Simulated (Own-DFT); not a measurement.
# A layer strained by its substrate: wurtzite GaN, 72 atoms (Ga36N36)

Calculated, not measured: single-point runs of Own-DFT, a retired in-house plane-wave DFT program that no person has reviewed, on unrelaxed cells, without spin or spin-orbit coupling.

Method: PBE; PseudoDojo norm-conserving scalar-relativistic files (stringent for Ga); cutoff 96 hartree; 4 x 4 x 3 k mesh centred on Gamma; Gaussian smearing of 0.01 eV.

Limits: forces not confirmed at this smearing and k mesh; stress not checked against mesh or cutoff.

Unstrained cell vectors in Å: (9.567, 0.000, 0.000); (-4.783, 8.285, 0.000); (0.000, 0.000, 10.370). The unstrained cell has measured lattice constants (interpolated for alloys), not those of this functional. That, the random moves and any unrelaxed bonds set the pressure at no strain. Each run strains x and y alike by e, as a substrate would, and holds the height along z. Each atom got a random Gaussian move of width 0.05 Å along each axis. Stress is positive in tension.

```
e (%),u (Å),(s_xx + s_yy)/2 (GPa),s_zz (GPa)
-1.25,0.052,-14.23,-9.07
-0.75,0.052,?,?
-0.25,0.048,-8.11,-6.75
0.50,0.050,-4.62,-6.89
0.75,0.050,-3.59,-5.19
1.00,0.051,-1.86,-6.19
1.25,0.049,-0.82,-4.73
1.75,0.045,1.88,-4.88
2.00,0.052,2.71,-5.46
2.75,0.046,5.90,-4.25
```

## What the rows give

With e as a fraction, the in-plane stress is -7.1 + 536 e - 2195 e² GPa (errors 11 and 563, scatter 0.26), and s_zz is -7.0 + 111 e GPa (slope ± 20, scatter 0.69). At e = 0 the first slope is C11 + C12 and the second 2 C13, both with the ions held to the strained lattice and at the cell's own pressure. The term in e² is negative: the layer stiffens under compression and softens under tension. A free layer would change its height as e changes, and the in-plane slope would drop by 2 C13²/C33 to the biaxial modulus. At fixed height, a misfit of 1 % moves the in-plane stress by about 5.4 GPa and s_zz by 1.1 GPa.

## The run left out

Question: what are the two stresses at e = -0.75 %?

The fit gives -11.2 and -7.8 GPa. The run itself gave -11.85 and -7.80 GPa.
